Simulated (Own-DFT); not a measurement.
# Which defects push the lattice out? L1_0 TiAl

The numbers are computed, not measured, by runs of the plane-wave DFT program Own-DFT (in-house, retired, unreviewed) at fixed positions, with no spin and no spin-orbit coupling.

All runs used: PBE; PseudoDojo norm-conserving scalar-relativistic files; cutoff 42 hartree; 4 x 4 x 4 k mesh centred on Gamma; cold (Marzari-Vanderbilt) smearing of 0.2 eV.

Caveats: forces on such cells failed a check on a denser k mesh; stress not checked against mesh or cutoff.

All runs share one cell, with vectors in Å (5.622, 5.622, 0.000); (-5.622, 5.622, 0.000); (0.000, 0.000, 8.133) and a volume of 514.0 Å³. u is the rms random offset of the atoms per axis. The defect's site can differ from row to row.

| cell | formula | u (Å) | P (GPa) |
|---|---|---|---|
| no defect | Al16Ti16 | 0.0193 | 1.18 |
| no defect | Al16Ti16 | 0.0222 | 1.22 |
| no defect | Al16Ti16 | 0.0581 | 2.00 |
| two Al vacancies | Al14Ti16 | 0.0272 | -0.73 |
| two Al vacancies | Al14Ti16 | 0.0316 | ? |
| two Al vacancies | Al14Ti16 | 0.0496 | -0.13 |
| two Al vacancies | Al14Ti16 | 0.0558 | -0.23 |
| one Ti vacancy | Al16Ti15 | 0.0281 | 0.52 |
| one Ti vacancy | Al16Ti15 | 0.0300 | 0.52 |
| one Ti vacancy | Al16Ti15 | 0.0315 | 0.55 |

## What the rows give

P = P0 + c u² + a shift for each defect gives P0 = 1.10 GPa, c = 262 ± 29 GPa/Å² and a scatter of 0.09 GPa. The shifts, and each times the cell's volume:

- one Ti vacancy: -0.80 ± 0.07 GPa, -2.6 eV
- two Al vacancies: -2.01 ± 0.07 GPa, -6.5 eV (-3.2 eV for each of its 2 sites)

Against the defect-free cell, a freed cell would be larger where the shift is positive and smaller where it is negative (160.2 GPa Å³ is 1 eV). The atoms around the defects weren't relaxed, which would change these numbers.

## Test on the hidden row

Q: what pressure belongs in the blank (two Al vacancies, u = 0.0316 Å)?

Estimate: -0.65 ± 0.10 GPa. The hidden result is -0.60 GPa.
